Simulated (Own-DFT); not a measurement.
# Response to strain: wurtzite AlN, 72 atoms (Al36N36)

These are calculations, not measurements. They come from Own-DFT, an in-house plane-wave density functional program, since retired, whose code no person has reviewed. Each row is one single-point run on a periodic cell that was not relaxed, without spin or spin-orbit coupling.

Settings of every run: PBE; PseudoDojo norm-conserving scalar-relativistic files; cutoff 42 hartree; 4 x 4 x 3 k mesh centred on Gamma; Gaussian smearing of 0.01 eV.

Known limits: k mesh not checked against a denser one; stress not checked against mesh or cutoff.

Unstrained cell vectors in Å: (9.336, 0.000, 0.000); (-4.668, 8.085, 0.000); (0.000, 0.000, 9.964). The unstrained cell has measured lattice constants (interpolated for alloys), not those of this functional. That, the random moves and any unrelaxed bonds set the pressure at no strain. Each run strains this cell uniformly, with the atoms carried along. Every atom was also moved at random, by a Gaussian of width 0.05 Å on each axis. Strain is the symmetric tensor, in per cent. Stress is positive in tension, and the pressure is minus a third of its trace.

| run | e_xx (%) | e_yy (%) | e_zz (%) | e_yz (%) | e_xz (%) | e_xy (%) | s_xx (GPa) | s_yy (GPa) | s_zz (GPa) | s_yz (GPa) | s_xz (GPa) | s_xy (GPa) | P (GPa) | E (meV/atom) |
|---|---|---|---|---|---|---|---|---|---|---|---|---|---|---|
| 1 | -0.55 | -0.56 | 1.88 | 1.62 | -0.42 | 0.71 | -7.55 | -10.05 | 3.13 | 4.78 | -1.42 | 2.68 | 4.82 | 26.7 |
| 2 | -0.21 | -0.05 | 0.92 | 0.55 | 1.59 | 2.00 | -5.58 | -5.20 | -1.93 | 2.27 | 3.65 | 6.62 | 4.24 | 21.2 |
| 3 | -1.11 | -0.70 | -0.74 | 0.93 | -1.80 | 1.58 | -13.01 | -11.48 | -10.04 | 1.46 | -5.27 | 4.46 | 11.51 | 45.9 |
| 4 | -1.99 | 0.32 | -0.06 | -1.66 | -1.71 | 0.23 | -16.56 | -7.06 | -5.16 | -5.45 | -3.98 | 1.55 | 9.59 | 32.9 |
| 5 | 1.95 | 1.58 | -1.35 | 0.60 | -0.75 | 0.89 | 4.15 | 1.53 | -8.37 | 1.56 | -1.71 | 3.32 | 0.90 | 14.5 |
| 6 | -0.23 | -1.69 | -1.90 | -1.54 | -1.87 | 1.12 | -12.36 | -14.83 | -16.09 | -4.89 | -5.14 | 3.66 | 14.42 | 45.5 |
| 7 | -0.43 | -0.41 | 0.54 | 1.30 | -1.88 | 0.95 | -7.90 | -9.74 | -2.42 | 3.99 | -5.83 | 5.12 | 6.68 | 29.4 |
| 8 | 0.14 | 0.24 | 1.67 | -1.86 | 1.24 | 1.06 | -5.14 | -3.45 | 1.63 | -4.35 | 1.78 | 5.13 | 2.32 | 30.8 |
| 9 | 0.26 | 1.67 | 1.52 | 1.98 | -1.87 | 0.88 | -4.50 | 2.59 | 1.62 | 5.26 | -5.47 | 4.12 | 0.10 | 47.9 |
| 10 | -0.15 | -0.14 | -0.29 | -0.87 | 1.13 | -1.56 | -7.19 | -5.76 | -8.90 | -2.94 | 2.48 | -6.89 | 7.29 | 32.7 |
| 11 | -1.11 | -1.16 | -1.15 | 0.23 | 0.61 | 0.27 | -12.21 | -13.83 | -14.13 | 0.02 | 1.34 | -0.45 | 13.39 | 36.0 |
| 12 | -1.15 | 0.50 | 0.89 | -1.54 | -0.17 | -0.72 | -11.07 | -3.62 | -2.32 | -3.96 | -0.36 | -3.05 | 5.67 | 25.2 |
| 13 | -1.62 | -1.32 | 0.70 | 1.54 | 1.26 | -0.85 | -18.10 | -12.83 | -4.30 | 4.28 | 4.09 | -3.78 | 11.74 | 54.4 |
| 14 | 1.11 | 0.70 | 1.42 | -0.89 | -0.23 | 1.27 | 0.88 | 0.15 | 1.48 | -2.18 | -0.41 | 5.30 | -0.84 | 5.3 |
| 15 | 1.17 | 0.60 | -1.76 | 1.54 | 0.36 | -0.44 | -0.35 | -4.89 | -10.42 | 3.51 | 1.15 | -1.63 | 5.22 | 22.6 |
| 16 | 0.76 | 0.81 | 1.36 | 1.33 | 0.22 | 1.10 | -0.31 | 0.37 | 1.79 | 2.78 | 0.34 | 3.21 | -0.62 | 0.0 |
| 17 | 0.84 | 1.50 | -1.39 | 0.27 | 0.18 | -1.70 | -2.35 | 1.93 | -10.22 | 0.26 | -0.24 | -5.83 | 3.55 | 15.7 |
| 18 | 1.51 | 1.23 | -1.45 | -0.44 | 1.36 | 0.95 | ? | ? | ? | ? | ? | ? | ? | ? |

E is the free energy for each atom above the lowest run shown.

## Worked fit

Each stress component was fitted by least squares to a constant and the strains of the runs shown, as fractions, with shears doubled. Shear strains stay in the fit of a normal stress only where such slopes are resolved. The slopes, in GPa:

```
stress  at no strain  per e_xx  per e_yy  per e_zz  scatter
  s_xx          -6.5  525 ± 42   85 ± 45   67 ± 27     1.32
  s_yy          -6.1  100 ± 37  473 ± 39   71 ± 24     1.16
  s_zz          -5.6   51 ± 37  101 ± 40  439 ± 24     1.18
```

Each shear stress against twice its own strain: yz 134 ± 5, xz 131 ± 8, xy 175 ± 13 GPa. These are stiffnesses along x, y and z of the frame in which the cell vectors are given, which need not be the crystal's axes. The atoms are held to the strained lattice; where symmetry lets them move under strain, relaxing them would lower some slopes. The table should be nearly symmetric about its diagonal, and what it lacks of that shows the noise. A ninth of its sum, 212 ± 6 GPa, estimates the bulk modulus near the mean pressure of these runs, 5.9 GPa, so it lies above the value at zero pressure.

## Withheld run

Question: what normal stresses and pressure should run 18 give?

The fit gives s_xx = 1.5, s_yy = 0.2, s_zz = -9.9 and P = 2.8 GPa. The calculation gave -0.53, 0.93, -9.44 and P = 3.01 GPa.
